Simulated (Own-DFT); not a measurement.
# Strain and stress in diamond silicon, 64 atoms (Si64)

Calculated results; nothing here was measured. They come from Own-DFT, an in-house plane-wave density functional program, since retired, whose code no person has reviewed. Each row is one single-point run on a periodic cell that was not relaxed, without spin or spin-orbit coupling.

Settings of every run: PBE; PseudoDojo norm-conserving scalar-relativistic files; cutoff 20 hartree; 3 x 3 x 3 k mesh centred on Gamma; Fermi-Dirac smearing of 0.1 eV.

Known limits: k mesh not checked against a denser one; stress not checked against mesh or cutoff.

Unstrained cell vectors in Å: (10.862, 0.000, 0.000); (0.000, 10.862, 0.000); (0.000, 0.000, 10.862). The unstrained cell has measured lattice constants (interpolated for alloys), not those of this functional. That, the random moves and any unrelaxed bonds set the pressure at no strain. Each run strains this cell uniformly, with the atoms carried along. Every atom was also moved at random, by a Gaussian of width 0.05 Å on each axis. Strain is the symmetric tensor, in per cent. Stress is positive in tension, and the pressure is minus a third of its trace.

```
run,e_xx (%),e_yy (%),e_zz (%),e_yz (%),e_xz (%),e_xy (%),s_xx (GPa),s_yy (GPa),s_zz (GPa),s_yz (GPa),s_xz (GPa),s_xy (GPa),P (GPa),E (meV/atom)
1,0.10,-0.35,0.97,-0.81,-0.60,-0.42,-2.22,-2.59,-1.29,-1.46,-2.16,-0.96,2.03,7.0
2,0.41,-1.59,-1.41,1.28,-1.17,0.62,-4.34,-6.19,-6.23,2.08,-3.65,2.29,5.59,36.0
3,1.49,1.93,-1.44,-0.52,-0.92,-1.14,-0.31,0.14,-2.74,-1.77,-2.43,-2.03,0.97,17.6
4,-1.87,0.98,-1.53,-0.20,-0.13,0.07,-5.95,-3.31,-5.94,0.28,0.09,0.09,5.07,18.8
5,0.71,-1.18,1.86,-0.99,0.54,0.83,-1.22,-2.66,-0.01,-2.49,1.41,1.22,1.30,3.7
6,-0.32,-1.25,0.71,1.54,-0.76,-0.08,-3.71,-4.50,-2.71,3.74,-2.34,-0.54,3.64,15.6
7,-0.75,1.37,-1.53,0.70,-0.76,-0.01,-3.87,-2.01,-4.65,2.18,-1.44,0.73,3.51,10.9
8,-0.48,1.56,-1.02,-1.02,-1.04,1.61,-3.18,-1.56,-3.74,-2.75,-2.14,3.02,2.83,23.4
9,-0.74,0.89,-1.48,0.41,-0.49,-1.21,-4.60,-2.82,-5.05,0.28,-0.32,-3.83,4.16,23.7
10,1.97,1.37,-0.33,-0.76,0.44,1.87,0.83,0.09,-1.08,-1.24,-0.02,3.88,0.05,14.2
11,-1.74,-1.98,-0.73,1.68,0.92,-0.69,-7.56,-7.86,-6.99,3.44,2.19,-1.75,7.47,37.9
12,1.23,0.10,-0.78,1.19,1.49,0.47,-0.92,-2.03,-2.91,1.55,2.66,0.97,1.95,0.0
13,-1.40,-1.17,-1.45,-0.99,1.69,1.66,-7.45,-7.17,-7.43,-3.10,5.15,4.21,7.35,48.9
14,0.90,-1.99,-0.20,-0.21,-1.88,1.77,-3.31,-5.65,-4.03,-0.57,-4.32,4.16,4.33,35.6
15,-1.82,1.32,1.63,1.97,-0.74,-1.51,-3.22,-0.70,-0.42,3.17,-0.57,-2.21,1.45,12.8
16,-1.76,1.64,1.79,0.00,1.13,-0.80,-3.30,-0.36,-0.22,0.48,3.35,-2.21,1.30,19.9
17,0.51,-0.58,-0.97,1.10,1.70,1.73,-3.05,-3.92,-4.25,2.11,3.49,2.52,3.74,24.7
18,0.18,1.46,0.94,-1.53,-1.71,-1.56,?,?,?,?,?,?,?,?
```

E is the free energy for each atom above the lowest run shown.

## Worked fit

Each stress component was fitted by least squares to a constant and the strains of the runs shown, as fractions, with shears doubled. Shear strains stay in the fit of a normal stress only where such slopes are resolved. The slopes, in GPa:

| stress | at no strain | per e_xx | per e_yy | per e_zz | scatter |
|---|---|---|---|---|---|
| s_xx | -2.8 | 157 ± 5 | 76 ± 5 | 74 ± 5 | 0.26 |
| s_yy | -2.8 | 69 ± 5 | 161 ± 5 | 72 ± 5 | 0.27 |
| s_zz | -2.8 | 77 ± 4 | 76 ± 3 | 166 ± 4 | 0.19 |

Each shear stress against twice its own strain: yz 105 ± 11, xz 116 ± 6, xy 110 ± 12 GPa. These are stiffnesses along x, y and z of the frame in which the cell vectors are given, which need not be the crystal's axes. The atoms are held to the strained lattice; where symmetry lets them move under strain, relaxing them would lower some slopes. The table should be nearly symmetric about its diagonal, and what it lacks of that shows the noise. A ninth of its sum, 103 ± 3 GPa, estimates the bulk modulus near the mean pressure of these runs, 3.3 GPa, so it lies above the value at zero pressure.

## Withheld run

Question: what normal stresses and pressure should run 18 give?

The fit gives s_xx = -0.7, s_yy = 0.3, s_zz = 0.0 and P = 0.1 GPa. The calculation gave -0.96, 0.15, -0.17 and P = 0.33 GPa.
